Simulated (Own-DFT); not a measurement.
# One host, several defects: 4H SiC

No measurement is shown. These are fixed-geometry runs of a retired plane-wave code named Own-DFT, which no person has reviewed; spin and spin-orbit coupling are neglected.

All runs used: PBE; PseudoDojo norm-conserving scalar-relativistic files; cutoff 42 hartree; 4 x 4 x 3 k mesh centred on Gamma; Fermi-Dirac smearing of 0.1 eV.

Caveats (not all hold for every row): not probed for a lower state with spin; forces on such cells failed a check on a denser k mesh; forces on such cells passed a denser k mesh, each cell not checked; stress not checked against mesh or cutoff.

All runs share one cell, with vectors in Å (9.248, 0.000, 0.000); (-4.624, 8.009, 0.000); (0.000, 0.000, 10.068) and a volume of 745.7 Å³. The atoms are randomly displaced, by u rms on each axis. The defect's site can differ from row to row.

```
cell,formula,u (Å),P (GPa)
no defect,C36Si36,0.0309,3.72
no defect,C36Si36,0.0585,6.10
no defect,C36Si36,0.0594,5.68
two Al on a Si site each,Al2C36Si34,0.0287,5.61
two Al on a Si site each,Al2C36Si34,0.0314,5.90
two Al on a Si site each,Al2C36Si34,0.0442,6.84
two N on a C site each,C34N2Si36,0.0295,?
two N on a C site each,C34N2Si36,0.0313,2.75
two N on a C site each,C34N2Si36,0.0471,3.66
two N on a C site each,C34N2Si36,0.0511,4.30
one C vacancy,C35Si36,0.0303,3.60
one C vacancy,C35Si36,0.0499,5.23
one C vacancy,C35Si36,0.0499,5.54
one C on a Si site,C37Si35,0.0492,3.25
one C on a Si site,C37Si35,0.0496,2.96
one C on a Si site,C37Si35,0.0510,3.68
```

## Analysis

P = P0 + c u² + a shift for each defect gives P0 = 2.69 GPa, c = 941 ± 84 GPa/Å² and a scatter of 0.24 GPa. The shifts, and each times the cell's volume:

- two Al on a Si site each: 2.25 ± 0.23 GPa, 10.5 eV (5.2 eV for each of its 2 sites)
- one C vacancy: 0.25 ± 0.20 GPa, 1.2 eV (not resolved)
- two N on a C site each: -0.94 ± 0.20 GPa, -4.4 eV (-2.2 eV for each of its 2 sites)
- one C on a Si site: -1.74 ± 0.20 GPa, -8.1 eV

Against the defect-free cell, a freed cell would be larger where the shift is positive and smaller where it is negative (160.2 GPa Å³ is 1 eV). The atoms around the defects weren't relaxed, which would change these numbers.

## Check

The question: what pressure belongs in the blank (two N on a C site each, u = 0.0295 Å)?

Estimate: 2.57 ± 0.29 GPa. The calculation gave 2.79 GPa.
